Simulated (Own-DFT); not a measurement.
# From a pressure shift to a lattice shift: rock-salt HfC, 64 atoms (C32Hf32)

No measurement is shown. These are fixed-geometry runs of a retired plane-wave code named Own-DFT, which no person has reviewed; spin and spin-orbit coupling are neglected.

Caveats: hafnium file: forces about 75 meV/angstrom off all-electron values; forces on such cells failed a check on a denser k mesh; stress not checked against mesh or cutoff.

Each geometry was run with PBE and with PBEsol, otherwise alike: PseudoDojo norm-conserving scalar-relativistic files made for PBE; cutoff 42 hartree; 4 x 4 x 4 k mesh centred on Gamma; cold (Marzari-Vanderbilt) smearing of 0.2 eV. Unstrained cell vectors in Å: (3.784, -5.351, 6.554); (-3.784, 5.351, 6.554); (-7.568, -5.351, 0.000). Each has a uniform strain, of which the change of volume is shown, and random moves of rms u per axis.

```
run,volume change (%),u (Å),P with PBE (GPa),P with PBEsol (GPa)
1,-1.62,0.0521,10.24,4.10
2,2.84,0.0477,-1.79,-7.45
3,-1.19,0.0532,8.34,2.26
4,3.49,0.0517,-3.14,-8.74
5,0.29,0.0463,4.04,-1.88
6,-0.76,0.0507,7.14,1.10
7,-1.87,0.0523,10.74,4.57
8,1.65,0.0515,1.64,-4.15
9,0.28,0.0540,4.79,?
```

Question: by how much does PBEsol shrink this cell, and what belongs in the blank?

## Answer

Write v for the change of volume as a fraction. Fitted to v and u², the PBE pressure has a slope of -250 ± 8 GPa in v, with the ions held to the strained lattice. The difference PBEsol less PBE is -5.96 + 10.6 v GPa (slope ± 0.2) and averages -5.93 GPa. Divided by the mean slope of the two, 245 GPa, that makes PBEsol's volume at a given pressure, near 2 GPa, about 2.4 % smaller, or 0.81 % in lengths. At one volume PBEsol's slope is the smaller by 11 GPa, but its pressure there is lower too. If stiffness rises by about 4 GPa for each GPa, PBEsol at equal pressure is stiffer by about 13 GPa. Files made for PBEsol would give a different shift.

For run 9 the line gives -1.15 GPa. The hidden result is -1.14 GPa.
